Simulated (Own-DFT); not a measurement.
## Calculated data, InAs (zincblende, strongly disordered by large displacements), GaP (zincblende, strongly disordered by large displacements)

All values are calculated (Own-DFT development build). A calculation, not a measurement: plane-wave PBE density functional theory by an unreviewed code, no spin, of a simulated periodic cell, stress positive in tension, free energy of the whole cell less one offset for each atom, forces on such cells passed a denser k mesh, this cell's mesh not checked; broken bonds can close the gap or carry spin, so checks made on this kind of crystal may not hold here; offsets are fitted by least squares, one for each functional and potential file, so energies compare only between cells with the same atoms and settings and are not formation energies; the far tail of each file's local potential was reset to the Coulomb form; each entry is a single point on an unrelaxed cell, so the pressure reflects the starting lattice, mostly measured values (interpolated for alloys), from which strain is counted, and rises with the displacements; printed positions are rounded, which can move forces by about a meV/angstrom; the program, named Own-DFT, is a retired in-house code; no spin-orbit coupling.

Common to all runs: functional PBE; potential files PseudoDojo norm-conserving, scalar-relativistic, standard set; wave cutoff 42 hartree; occupations Fermi-Dirac; smearing width 0.1 eV; k mesh 3 x 3 x 3 centred on Gamma.

(1) 
```cif
# cell vector a (Å): 12.1166 0.0000 0.0000
# cell vector b (Å): 0.0000 12.1166 0.0000
# cell vector c (Å): 0.0000 0.0000 12.1166
data_InAs
_symmetry_space_group_name_H-M 'P 1'
_symmetry_Int_Tables_number 1
_cell_length_a 12.1166
_cell_length_b 12.1166
_cell_length_c 12.1166
_cell_angle_alpha 90.000
_cell_angle_beta 90.000
_cell_angle_gamma 90.000
_cell_volume 1778.86
loop_
_atom_site_label
_atom_site_type_symbol
_atom_site_fract_x
_atom_site_fract_y
_atom_site_fract_z
_atom_site_occupancy
In1 In 0.00829 0.95710 0.00508 1
In2 In 0.05798 0.27765 0.21401 1
In3 In 0.23126 0.00099 0.19726 1
In4 In 0.25666 0.23120 0.99321 1
As1 As 0.08104 0.10730 0.17793 1
As2 As 0.13786 0.34610 0.38048 1
As3 As 0.34841 0.14350 0.37758 1
As4 As 0.38642 0.38733 0.20820 1
In5 In 0.00538 0.97715 0.49064 1
In6 In 0.96107 0.20092 0.71135 1
In7 In 0.26618 0.02904 0.77113 1
In8 In 0.24703 0.24005 0.50475 1
As5 As 0.04097 0.12529 0.57805 1
As6 As 0.09333 0.42991 0.87248 1
As7 As 0.34851 0.10611 0.90582 1
As8 As 0.38508 0.42637 0.57422 1
In9 In 0.99218 0.51801 0.00180 1
In10 In 0.01987 0.75204 0.25020 1
In11 In 0.25467 0.49849 0.24192 1
In12 In 0.28408 0.76054 0.04396 1
As9 As 0.12045 0.61223 0.11176 1
As10 As 0.11996 0.88232 0.40194 1
As11 As 0.37322 0.61557 0.37644 1
As12 As 0.39256 0.91499 0.10923 1
In13 In 0.98746 0.46426 0.50689 1
In14 In 0.06133 0.79236 0.74775 1
In15 In 0.24400 0.51257 0.71585 1
In16 In 0.23600 0.79124 0.49704 1
As13 As 0.14291 0.62675 0.59046 1
As14 As 0.15157 0.91236 0.91385 1
As15 As 0.36605 0.62856 0.93075 1
As16 As 0.40567 0.90010 0.60883 1
In17 In 0.56592 0.97440 0.03139 1
In18 In 0.53225 0.22628 0.19943 1
In19 In 0.75241 0.00329 0.22225 1
In20 In 0.79257 0.26294 0.98382 1
As17 As 0.64676 0.11015 0.10814 1
As18 As 0.60359 0.32055 0.37510 1
As19 As 0.81599 0.12948 0.39924 1
As20 As 0.87586 0.38215 0.12532 1
In21 In 0.54625 0.04496 0.49747 1
In22 In 0.53949 0.21801 0.78971 1
In23 In 0.76926 0.00409 0.79935 1
In24 In 0.78169 0.27739 0.49431 1
As21 As 0.60943 0.12717 0.63794 1
As22 As 0.58429 0.38042 0.89659 1
As23 As 0.87998 0.13274 0.90469 1
As24 As 0.90999 0.33929 0.61722 1
In25 In 0.49111 0.51264 0.98457 1
In26 In 0.55832 0.73695 0.24448 1
In27 In 0.70016 0.52944 0.26032 1
In28 In 0.70136 0.76506 0.97465 1
As25 As 0.60141 0.61812 0.07154 1
As26 As 0.63455 0.91641 0.36658 1
As27 As 0.88147 0.70305 0.34664 1
As28 As 0.88928 0.90885 0.15062 1
In29 In 0.56116 0.53508 0.51984 1
In30 In 0.47496 0.74754 0.75700 1
In31 In 0.69254 0.50426 0.81817 1
In32 In 0.73268 0.72378 0.52388 1
As29 As 0.64346 0.63183 0.64406 1
As30 As 0.68025 0.85661 0.82623 1
As31 As 0.85181 0.61132 0.85228 1
As32 As 0.90109 0.86155 0.63370 1
_calc_hardware 'one NVIDIA H200'
_calc_free_energy_of_cell_above_offsets '42.902'  # eV
_calc_pressure 16.94  # GPa
_calc_stress_xx -15.38  # GPa
_calc_stress_yy -19.65  # GPa
_calc_stress_zz -15.79  # GPa
_calc_stress_yz -5.04  # GPa
_calc_stress_xz 1.63  # GPa
_calc_stress_xy 1.96  # GPa
_calc_wall_time 1254  # s
```

Force:
| element | x (eV/Å) | y (eV/Å) | z (eV/Å) |
| --- | --- | --- | --- |
| In | -5.045 | 3.302 | 2.38 |
| In | -2.586 | 6.507 | -0.181 |
| In | 3.04 | -1.472 | 2.546 |
| In | -4.208 | 6.174 | 3.741 |
| As | -2.474 | -5.016 | -3.084 |
| As | -1.102 | 3.63 | 0.032 |
| As | 3.014 | -2.876 | -2.79 |
| As | 6.531 | -5.208 | -2.957 |
| In | -7.749 | -1.096 | 0.259 |
| In | -1.219 | -2.427 | 12.1 |
| In | -3.243 | -3.416 | -7.506 |
| In | -0.349 | 0.609 | 4.117 |
| As | 7.368 | 2.539 | -2.619 |
| As | 3.396 | -3.566 | -3.851 |
| As | 8.372 | -0.754 | 2.377 |
| As | -0.917 | -0.842 | 0.166 |
| In | -4.718 | 0.683 | 0.851 |
| In | 6.126 | 1.893 | -4.096 |
| In | -6.317 | 4.329 | 1.819 |
| In | -2.428 | 0.627 | 1.052 |
| As | 2.347 | 2.699 | 2.158 |
| As | 1.303 | -0.518 | -10.22 |
| As | 0.831 | 1.15 | 0.799 |
| As | 0.183 | -0.623 | 1.531 |
| In | 2.74 | 4.408 | -3.624 |
| In | 0.278 | -1.171 | 0.023 |
| In | 1.013 | -1.206 | 2.438 |
| In | 6.729 | -4.147 | 3.912 |
| As | -2.036 | 1.102 | -0.18 |
| As | 5.692 | -3.347 | -4.186 |
| As | -3.977 | 2.247 | -5.911 |
| As | -1.358 | -0.24 | 0.569 |
| In | -2.527 | -5.939 | -4.915 |
| In | -3.3 | 2.41 | 2.149 |
| In | -0.978 | 1.526 | 4.748 |
| In | -4.589 | 5.294 | 3.218 |
| As | 4.048 | 6.53 | -1.683 |
| As | 0.322 | 1.846 | 0.873 |
| As | 1.785 | -6.136 | -3.644 |
| As | 0.348 | 1.028 | 1.737 |
| In | -4.594 | -2.805 | -6.316 |
| In | -2.667 | -0.207 | 1.213 |
| In | 3.174 | 5.725 | -3.359 |
| In | -4.17 | 3.479 | 0.664 |
| As | 5.433 | 3.031 | 4.865 |
| As | 0.283 | -6.784 | 0.633 |
| As | 5.112 | -4.822 | -3.334 |
| As | -3.069 | 5.854 | 1.41 |
| In | -3.96 | -5.918 | 1.567 |
| In | -1.518 | 0.816 | 1.154 |
| In | 0.993 | -0.707 | 0.38 |
| In | 2.644 | -3.597 | 6.237 |
| As | 5.405 | 3.829 | 5.196 |
| As | 0.265 | -2.586 | 0.437 |
| As | -7.66 | -3.909 | 5.181 |
| As | 2.697 | -4.627 | -1.194 |
| In | -4.09 | -4.676 | -6.084 |
| In | -0.223 | 0.228 | 0.151 |
| In | 2.773 | 2.357 | -2.768 |
| In | 5.614 | 5.691 | -6.072 |
| As | -1.091 | -0.213 | 9.975 |
| As | -5.996 | -2.733 | -5.061 |
| As | 2.361 | 1.676 | 0.605 |
| As | -2.063 | 0.369 | 0.374 |

(2) 
```cif
# cell vector a (Å): 12.1166 0.0000 0.0000
# cell vector b (Å): 0.0000 12.1166 0.0000
# cell vector c (Å): 0.0000 0.0000 12.1166
data_InAs
_symmetry_space_group_name_H-M 'P 1'
_symmetry_Int_Tables_number 1
_cell_length_a 12.1166
_cell_length_b 12.1166
_cell_length_c 12.1166
_cell_angle_alpha 90.000
_cell_angle_beta 90.000
_cell_angle_gamma 90.000
_cell_volume 1778.86
loop_
_atom_site_label
_atom_site_type_symbol
_atom_site_fract_x
_atom_site_fract_y
_atom_site_fract_z
_atom_site_occupancy
In1 In 0.02232 0.00446 0.99755 1
In2 In 0.99303 0.23012 0.22856 1
In3 In 0.24008 0.97659 0.25445 1
In4 In 0.27934 0.22736 0.02170 1
As1 As 0.11734 0.14030 0.09963 1
As2 As 0.10732 0.41652 0.37133 1
As3 As 0.37866 0.10938 0.40431 1
As4 As 0.37551 0.36508 0.10031 1
In5 In 0.99157 0.00709 0.48756 1
In6 In 0.04168 0.24517 0.73841 1
In7 In 0.26071 0.98132 0.75831 1
In8 In 0.28443 0.26657 0.47497 1
As5 As 0.09689 0.09941 0.63791 1
As6 As 0.10103 0.37496 0.85389 1
As7 As 0.36228 0.10604 0.87503 1
As8 As 0.36855 0.35904 0.63500 1
In9 In 0.02492 0.52233 0.97172 1
In10 In 0.01800 0.73776 0.23896 1
In11 In 0.24766 0.51787 0.24222 1
In12 In 0.24230 0.74740 0.02908 1
As9 As 0.12352 0.61611 0.11628 1
As10 As 0.10049 0.86701 0.40977 1
As11 As 0.37260 0.60369 0.34908 1
As12 As 0.37862 0.86226 0.10446 1
In13 In 0.02198 0.47694 0.53744 1
In14 In 0.99682 0.77741 0.74445 1
In15 In 0.23366 0.51236 0.74771 1
In16 In 0.25185 0.73149 0.50813 1
As13 As 0.08009 0.61232 0.64493 1
As14 As 0.15336 0.84944 0.83231 1
As15 As 0.38503 0.62877 0.87326 1
As16 As 0.39497 0.88838 0.62281 1
In17 In 0.48923 0.00053 0.00782 1
In18 In 0.47947 0.23290 0.25186 1
In19 In 0.77121 0.99719 0.27141 1
In20 In 0.75362 0.23597 0.01648 1
As17 As 0.60024 0.09839 0.12781 1
As18 As 0.62841 0.37438 0.36376 1
As19 As 0.88843 0.14339 0.38276 1
As20 As 0.89654 0.37132 0.15334 1
In21 In 0.48733 0.99612 0.49763 1
In22 In 0.50248 0.25215 0.73501 1
In23 In 0.76096 0.97109 0.74765 1
In24 In 0.72980 0.24685 0.46200 1
As21 As 0.61172 0.14242 0.59811 1
As22 As 0.60482 0.34975 0.86495 1
As23 As 0.86715 0.14200 0.88817 1
As24 As 0.89009 0.34745 0.62788 1
In25 In 0.50497 0.48075 0.99343 1
In26 In 0.50324 0.75504 0.21801 1
In27 In 0.74539 0.50498 0.26526 1
In28 In 0.77424 0.74599 0.99631 1
As25 As 0.63919 0.63313 0.10831 1
As26 As 0.63627 0.89331 0.37247 1
As27 As 0.88150 0.62487 0.41191 1
As28 As 0.88454 0.89300 0.10463 1
In29 In 0.51683 0.49425 0.54946 1
In30 In 0.51721 0.77556 0.76655 1
In31 In 0.74957 0.50386 0.70958 1
In32 In 0.74145 0.76321 0.50832 1
As29 As 0.61190 0.65483 0.64163 1
As30 As 0.64223 0.86405 0.88587 1
As31 As 0.88859 0.63210 0.88612 1
As32 As 0.87641 0.86312 0.63242 1
_calc_hardware 'one NVIDIA H200'
_calc_free_energy_of_cell_above_offsets '-0.727'  # eV
_calc_pressure 9.12  # GPa
_calc_stress_xx -8.86  # GPa
_calc_stress_yy -10.18  # GPa
_calc_stress_zz -8.32  # GPa
_calc_stress_yz -1.68  # GPa
_calc_stress_xz -1.27  # GPa
_calc_stress_xy -0.5  # GPa
_calc_wall_time 1176  # s
```

Force:
| element | x (eV/Å) | y (eV/Å) | z (eV/Å) |
| --- | --- | --- | --- |
| In | -1.192 | -1.337 | -2.985 |
| In | 1.849 | -0.974 | 2.414 |
| In | -0.096 | 0.661 | 0.311 |
| In | -1.891 | -1.606 | -2.79 |
| As | 1.77 | -0.598 | 1.927 |
| As | 1.593 | -2.778 | -2.035 |
| As | -3.226 | 1.677 | -5.109 |
| As | 0.939 | 2.977 | 3.961 |
| In | -1.272 | 0.393 | 1.88 |
| In | -3.471 | -0.665 | 0.019 |
| In | 0.69 | 2.821 | -3.002 |
| In | -3.036 | 1.456 | -0.204 |
| As | 3.207 | -2.552 | -1.518 |
| As | 3.373 | 2.275 | 3.444 |
| As | 1.725 | 1.525 | -0.304 |
| As | -1.33 | 2.49 | 0.148 |
| In | -0.73 | -2.396 | 0.586 |
| In | -2.468 | 1.493 | 1.797 |
| In | -1.686 | -3.364 | -1.716 |
| In | -0.094 | -0.519 | -3.802 |
| As | -0.153 | -0.46 | 0.582 |
| As | 2.474 | -2.23 | -2.564 |
| As | 3.976 | 3.124 | 3.576 |
| As | -0.753 | 1.926 | 1.608 |
| In | -2.755 | -2.368 | -2.435 |
| In | 0.353 | -3.041 | 2.333 |
| In | 1.316 | -0.261 | 0.679 |
| In | -0.04 | -0.222 | 0.147 |
| As | 3.253 | 4.349 | 1.825 |
| As | -0.919 | -2.017 | 4.986 |
| As | -0.802 | -0.07 | 0.424 |
| As | -2.003 | -3.269 | 1.909 |
| In | -0.193 | -0.996 | -3.15 |
| In | 0.563 | 0.354 | -0.132 |
| In | 0.896 | 1.017 | -2.071 |
| In | -1.643 | 1.452 | 1.609 |
| As | 3.106 | 2.251 | 2.591 |
| As | -3.755 | 1.439 | -0.497 |
| As | -0.562 | -0.405 | -0.71 |
| As | -3.125 | 3.8 | -2.93 |
| In | 5.444 | -1.116 | 0.508 |
| In | -0.871 | -2.615 | 0.222 |
| In | -1.158 | 3.437 | 1.547 |
| In | 1.893 | -0.799 | 2.616 |
| As | 1.033 | -1.906 | 0.809 |
| As | 3.376 | 1.71 | 1.708 |
| As | 2.02 | -2.275 | -2.572 |
| As | -2.406 | -0.182 | -0.589 |
| In | 0.73 | 1.814 | -0.831 |
| In | 1.078 | -1.212 | 2.37 |
| In | 1.822 | 1.51 | -0.768 |
| In | -0.563 | 0.977 | 1.24 |
| As | -0.475 | -1.627 | 0.712 |
| As | -2.098 | -1.834 | 0.521 |
| As | -0.065 | -0.304 | -1.365 |
| As | 0.049 | -0.921 | 1.905 |
| In | -0.739 | -0.737 | -1.878 |
| In | -3.145 | -0.366 | 0.112 |
| In | 0.799 | -0.882 | 1.524 |
| In | -0.006 | -0.744 | -1.02 |
| As | 1.332 | -1.289 | -1.477 |
| As | 0.144 | 2.197 | 1.585 |
| As | -0.836 | -0.109 | -3.521 |
| As | -1.244 | 1.921 | -4.16 |

(3) 
```cif
# cell vector a (Å): 12.1166 0.0000 0.0000
# cell vector b (Å): 0.0000 12.1166 0.0000
# cell vector c (Å): 0.0000 0.0000 12.1166
data_InAs
_symmetry_space_group_name_H-M 'P 1'
_symmetry_Int_Tables_number 1
_cell_length_a 12.1166
_cell_length_b 12.1166
_cell_length_c 12.1166
_cell_angle_alpha 90.000
_cell_angle_beta 90.000
_cell_angle_gamma 90.000
_cell_volume 1778.86
loop_
_atom_site_label
_atom_site_type_symbol
_atom_site_fract_x
_atom_site_fract_y
_atom_site_fract_z
_atom_site_occupancy
In1 In 0.99844 0.00442 0.98710 1
In2 In 0.98906 0.25403 0.25146 1
In3 In 0.33225 0.96408 0.25327 1
In4 In 0.29764 0.24645 0.99790 1
As1 As 0.10158 0.09317 0.15977 1
As2 As 0.11002 0.36741 0.33476 1
As3 As 0.42559 0.14614 0.34249 1
As4 As 0.39364 0.39743 0.10272 1
In5 In 0.96686 0.99568 0.50583 1
In6 In 0.00145 0.25883 0.78320 1
In7 In 0.28851 0.97032 0.76520 1
In8 In 0.21453 0.28474 0.44908 1
As5 As 0.11346 0.12501 0.57800 1
As6 As 0.11492 0.36703 0.88337 1
As7 As 0.32394 0.12399 0.84237 1
As8 As 0.41299 0.39802 0.63379 1
In9 In 0.95942 0.51666 0.04716 1
In10 In 0.04516 0.75260 0.23128 1
In11 In 0.27650 0.47092 0.27688 1
In12 In 0.25882 0.75038 0.97866 1
As9 As 0.11495 0.60175 0.11461 1
As10 As 0.11467 0.94630 0.39133 1
As11 As 0.35386 0.66089 0.39245 1
As12 As 0.35798 0.90090 0.09150 1
In13 In 0.97319 0.48410 0.44652 1
In14 In 0.99585 0.74650 0.75118 1
In15 In 0.26531 0.47158 0.70974 1
In16 In 0.25258 0.75179 0.54902 1
As13 As 0.09968 0.59195 0.64961 1
As14 As 0.13363 0.90307 0.85956 1
As15 As 0.41149 0.63591 0.87137 1
As16 As 0.40809 0.89920 0.66208 1
In17 In 0.48310 0.03440 0.97092 1
In18 In 0.49974 0.25585 0.22721 1
In19 In 0.75728 0.01630 0.23584 1
In20 In 0.76128 0.22235 0.00863 1
As17 As 0.64164 0.12338 0.09059 1
As18 As 0.59964 0.38743 0.36581 1
As19 As 0.87630 0.10622 0.40794 1
As20 As 0.88621 0.39108 0.14560 1
In21 In 0.54074 0.98808 0.49935 1
In22 In 0.48975 0.28156 0.77156 1
In23 In 0.69355 0.99682 0.73961 1
In24 In 0.74329 0.30017 0.44801 1
As21 As 0.55926 0.07754 0.64927 1
As22 As 0.63535 0.38965 0.88465 1
As23 As 0.88683 0.14332 0.88623 1
As24 As 0.91005 0.38430 0.60165 1
In25 In 0.49509 0.49392 0.99678 1
In26 In 0.44363 0.76829 0.24414 1
In27 In 0.75251 0.52893 0.25094 1
In28 In 0.71174 0.76625 0.97538 1
As25 As 0.68234 0.63590 0.13070 1
As26 As 0.62715 0.83876 0.35593 1
As27 As 0.86537 0.61439 0.39933 1
As28 As 0.90844 0.85696 0.14839 1
In29 In 0.45049 0.49273 0.49080 1
In30 In 0.52019 0.71234 0.73442 1
In31 In 0.73924 0.53532 0.71752 1
In32 In 0.72304 0.72717 0.49603 1
As29 As 0.61047 0.62277 0.61338 1
As30 As 0.58600 0.92395 0.86741 1
As31 As 0.91487 0.63420 0.89547 1
As32 As 0.89917 0.89889 0.63573 1
_calc_hardware 'one NVIDIA H200'
_calc_free_energy_of_cell_above_offsets '31.093'  # eV
_calc_pressure 14.84  # GPa
_calc_stress_xx -13.24  # GPa
_calc_stress_yy -13.81  # GPa
_calc_stress_zz -17.47  # GPa
_calc_stress_yz 3.7  # GPa
_calc_stress_xz 2.47  # GPa
_calc_stress_xy 0.86  # GPa
_calc_wall_time 1223  # s
```

Force:
| element | x (eV/Å) | y (eV/Å) | z (eV/Å) |
| --- | --- | --- | --- |
| In | 0.371 | -0.738 | 1.755 |
| In | -2.328 | -5.017 | -1.417 |
| In | -2.655 | 4.931 | 8.22 |
| In | -2.718 | 0.407 | 1.041 |
| As | 0.967 | 0.119 | -0.067 |
| As | -2.231 | 6.288 | -2.744 |
| As | -4.392 | -5.598 | 6.094 |
| As | -4.384 | -3.875 | 5.37 |
| In | 4.475 | -1.556 | 0.81 |
| In | -0.512 | -0.684 | -4.728 |
| In | -6.308 | -2.205 | -0.149 |
| In | 5.378 | -5.502 | 6.132 |
| As | 1.759 | 1.218 | 1.23 |
| As | 3.834 | 3.055 | 2.352 |
| As | 2.74 | 7.354 | 2.427 |
| As | 0.837 | -5.477 | 2.032 |
| In | 1.418 | 2.352 | -4.747 |
| In | 1.708 | -0.348 | 2.946 |
| In | 0.854 | 1.81 | -0.942 |
| In | -1.262 | -0.599 | -0.34 |
| As | 5.281 | 1.179 | 0.874 |
| As | 3.627 | -1.653 | -2.629 |
| As | -0.509 | -1.625 | -0.526 |
| As | 1.348 | -2.757 | -7.054 |
| In | 5.579 | -3.67 | 1.404 |
| In | 1.286 | 1.496 | -0.572 |
| In | -5.227 | 2.402 | 3.852 |
| In | -1.334 | 0.87 | 1.078 |
| As | 0.738 | 0.045 | -1.692 |
| As | -1.999 | -2.513 | 0.951 |
| As | -2.923 | -1.044 | 1.651 |
| As | 5.315 | -5.014 | -6.338 |
| In | -2.878 | 3.056 | 2.871 |
| In | 3.839 | 4.101 | -5.512 |
| In | 0.758 | -1.399 | 0.99 |
| In | 3.586 | 6.779 | -2.202 |
| As | -5.942 | -3.606 | 4.586 |
| As | -2.268 | 2.51 | -2.022 |
| As | -6.164 | 7.535 | -6.403 |
| As | -5.179 | -5.534 | 2.956 |
| In | -0.777 | -3.777 | -8.074 |
| In | 0.937 | -2.473 | 1.33 |
| In | 9.396 | -0.284 | -0.799 |
| In | 3.992 | -2.626 | 2.811 |
| As | -3.219 | 7.984 | 3.737 |
| As | 1.619 | -0.514 | -0.669 |
| As | -1.303 | -2.818 | -1.622 |
| As | -2.298 | -1.71 | 2.836 |
| In | 5.264 | 4.937 | -3.629 |
| In | 2.348 | -0.896 | -0.59 |
| In | 1.937 | -5.147 | 4.686 |
| In | 1.27 | 0.646 | -0.545 |
| As | -5.108 | 4.141 | -4.811 |
| As | -0.577 | 2.013 | -1.201 |
| As | -2.706 | 6.36 | -2.622 |
| As | -3.436 | 2.733 | -2.462 |
| In | 2.137 | 4.065 | -6.729 |
| In | -2.952 | 6.15 | 3.657 |
| In | 4.402 | -3.227 | 3.343 |
| In | 2.342 | 2.085 | -0.264 |
| As | -0.304 | -3.36 | -6.03 |
| As | 0.988 | -7.331 | 1.142 |
| As | -3.421 | 0.752 | -1.158 |
| As | -5.014 | -4.796 | 6.128 |

(4) 
```cif
# cell vector a (Å): 10.9010 0.0000 0.0000
# cell vector b (Å): 0.0000 10.9010 0.0000
# cell vector c (Å): 0.0000 0.0000 10.9010
data_GaP
_symmetry_space_group_name_H-M 'P 1'
_symmetry_Int_Tables_number 1
_cell_length_a 10.9010
_cell_length_b 10.9010
_cell_length_c 10.9010
_cell_angle_alpha 90.000
_cell_angle_beta 90.000
_cell_angle_gamma 90.000
_cell_volume 1295.39
loop_
_atom_site_label
_atom_site_type_symbol
_atom_site_fract_x
_atom_site_fract_y
_atom_site_fract_z
_atom_site_occupancy
Ga1 Ga 0.01842 0.01154 0.01449 1
Ga2 Ga 0.99752 0.24764 0.22605 1
Ga3 Ga 0.22412 0.99103 0.27338 1
Ga4 Ga 0.25915 0.28255 0.02014 1
P1 P 0.11891 0.13451 0.09151 1
P2 P 0.14459 0.37373 0.38702 1
P3 P 0.39809 0.09769 0.35884 1
P4 P 0.38045 0.36653 0.11675 1
Ga5 Ga 0.01615 0.98858 0.50400 1
Ga6 Ga 0.99610 0.24503 0.75710 1
Ga7 Ga 0.24477 0.99557 0.76508 1
Ga8 Ga 0.23946 0.25983 0.48432 1
P5 P 0.14236 0.13227 0.63690 1
P6 P 0.10993 0.38729 0.86978 1
P7 P 0.38102 0.12718 0.86842 1
P8 P 0.35696 0.35184 0.61044 1
Ga9 Ga 0.01840 0.49597 0.99886 1
Ga10 Ga 0.00505 0.71492 0.24299 1
Ga11 Ga 0.23450 0.47955 0.25029 1
Ga12 Ga 0.25102 0.74783 0.98702 1
P9 P 0.12986 0.63715 0.12826 1
P10 P 0.12385 0.89594 0.37941 1
P11 P 0.34590 0.61397 0.36467 1
P12 P 0.36530 0.84370 0.11186 1
Ga13 Ga 0.99063 0.51801 0.49179 1
Ga14 Ga 0.00527 0.75851 0.73973 1
Ga15 Ga 0.24520 0.48881 0.73051 1
Ga16 Ga 0.23756 0.76813 0.49991 1
P13 P 0.13802 0.64211 0.58307 1
P14 P 0.13363 0.85436 0.84537 1
P15 P 0.38386 0.63892 0.84800 1
P16 P 0.37575 0.89727 0.61652 1
Ga17 Ga 0.48424 0.02447 0.99087 1
Ga18 Ga 0.49126 0.25625 0.25078 1
Ga19 Ga 0.75749 0.99030 0.26709 1
Ga20 Ga 0.75096 0.27163 0.96432 1
P17 P 0.62222 0.09930 0.13210 1
P18 P 0.62936 0.34933 0.36883 1
P19 P 0.89095 0.12469 0.37756 1
P20 P 0.85173 0.39875 0.11209 1
Ga21 Ga 0.49803 0.01447 0.50919 1
Ga22 Ga 0.49040 0.22114 0.77924 1
Ga23 Ga 0.77102 0.99540 0.73385 1
Ga24 Ga 0.75272 0.24239 0.50931 1
P21 P 0.63676 0.13764 0.63220 1
P22 P 0.59411 0.38226 0.89727 1
P23 P 0.83373 0.10659 0.84556 1
P24 P 0.87984 0.36794 0.62647 1
Ga25 Ga 0.50838 0.50359 0.01936 1
Ga26 Ga 0.49700 0.73864 0.24768 1
Ga27 Ga 0.75416 0.47809 0.23013 1
Ga28 Ga 0.75824 0.76000 0.99533 1
P25 P 0.60003 0.62960 0.14800 1
P26 P 0.64447 0.89599 0.37562 1
P27 P 0.90325 0.65155 0.40511 1
P28 P 0.85115 0.88662 0.14245 1
Ga29 Ga 0.51619 0.49204 0.50322 1
Ga30 Ga 0.46999 0.76418 0.76254 1
Ga31 Ga 0.75336 0.50487 0.76210 1
Ga32 Ga 0.71650 0.74062 0.49153 1
P29 P 0.63133 0.58911 0.63381 1
P30 P 0.64822 0.86391 0.87059 1
P31 P 0.87353 0.61499 0.85238 1
P32 P 0.85992 0.83070 0.63714 1
_calc_hardware 'one NVIDIA H100'
_calc_free_energy_of_cell_above_offsets '3.687'  # eV
_calc_pressure 11.5  # GPa
_calc_stress_xx -11.39  # GPa
_calc_stress_yy -11.25  # GPa
_calc_stress_zz -11.85  # GPa
_calc_stress_yz -0.02  # GPa
_calc_stress_xz 0.62  # GPa
_calc_stress_xy -2.55  # GPa
_calc_wall_time 541.6  # s
```

Force:
| element | x (eV/Å) | y (eV/Å) | z (eV/Å) |
| --- | --- | --- | --- |
| Ga | -5.907 | -6.17 | -4.351 |
| Ga | -0.565 | 0.824 | 1.232 |
| Ga | 6.143 | 4.458 | -6.297 |
| Ga | -5.394 | -4.107 | -5.843 |
| P | 4.905 | 4.609 | 4.51 |
| P | -7.047 | 2.864 | -3.754 |
| P | -2.855 | 2.071 | -1.05 |
| P | 3.337 | 4.31 | 4.47 |
| Ga | -2.877 | 2.26 | 3.207 |
| Ga | -0.445 | -1.088 | -0.502 |
| Ga | 1.435 | 1.567 | -1.813 |
| Ga | 3.331 | -6.711 | 2.556 |
| P | -1.456 | -0.48 | -0.587 |
| P | 2.83 | -2.045 | -0.946 |
| P | -9.286 | -3.994 | 4.613 |
| P | 3.356 | 1.383 | 2.312 |
| Ga | -2.842 | 2.688 | 1.658 |
| Ga | -3.059 | 3.914 | 1.752 |
| Ga | 1.484 | 1.476 | -2.042 |
| Ga | -0.55 | -1.357 | -1.497 |
| P | 2.239 | -3.261 | -2.915 |
| P | -3.414 | -6.911 | 1.542 |
| P | 2.629 | 1.364 | 1.361 |
| P | 1.161 | 3.825 | 1.675 |
| Ga | 2.671 | -5.208 | 2.881 |
| Ga | 0.112 | -3.561 | -0.87 |
| Ga | 0.341 | 1.446 | -0.429 |
| Ga | 4.444 | 3.167 | -2.882 |
| P | -3.374 | -4.574 | 5.506 |
| P | -0.115 | 1.387 | 4.14 |
| P | -4.86 | -7.715 | 5.131 |
| P | -0.837 | -1.888 | 1.21 |
| Ga | 2.583 | -4.059 | 2.888 |
| Ga | 1.002 | -2.45 | -0.465 |
| Ga | 1.159 | 5.296 | -0.674 |
| Ga | -0.107 | -1.999 | 1.403 |
| P | 0.045 | 2.3 | -0.357 |
| P | 0.626 | 2.044 | 0.517 |
| P | -0.43 | 0.005 | 0.106 |
| P | 7.029 | -5.307 | -6.262 |
| Ga | 2.553 | 0.211 | 0.266 |
| Ga | 6.821 | 7.154 | -7.049 |
| Ga | -4.712 | -7.153 | -6.463 |
| Ga | 1.403 | 0.744 | -1.643 |
| P | -2.067 | -1.822 | 0.971 |
| P | 1.633 | -1.309 | -3.624 |
| P | 6.787 | 8.118 | 8.518 |
| P | 0.073 | 1.384 | -0.015 |
| Ga | -1.97 | 2.245 | 0.049 |
| Ga | -4.045 | 3.864 | 4.047 |
| Ga | -6.058 | 4.996 | 7.235 |
| Ga | 0.52 | -1.858 | 1.217 |
| P | 6.237 | -3.404 | -3.535 |
| P | -5.483 | -3.643 | 3.283 |
| P | -4.52 | 2.566 | -3.304 |
| P | 4.923 | -3.312 | -3.521 |
| Ga | -2.28 | -1.437 | -1.459 |
| Ga | 5.853 | 5.825 | -4.343 |
| Ga | -1.494 | -4.171 | -1.169 |
| Ga | 0.914 | -0.963 | 1.104 |
| P | -1.559 | 3.442 | -1.239 |
| P | -3.488 | 2.003 | -1.777 |
| P | 3.646 | 2.964 | 4.167 |
| P | -1.129 | 3.18 | -2.85 |
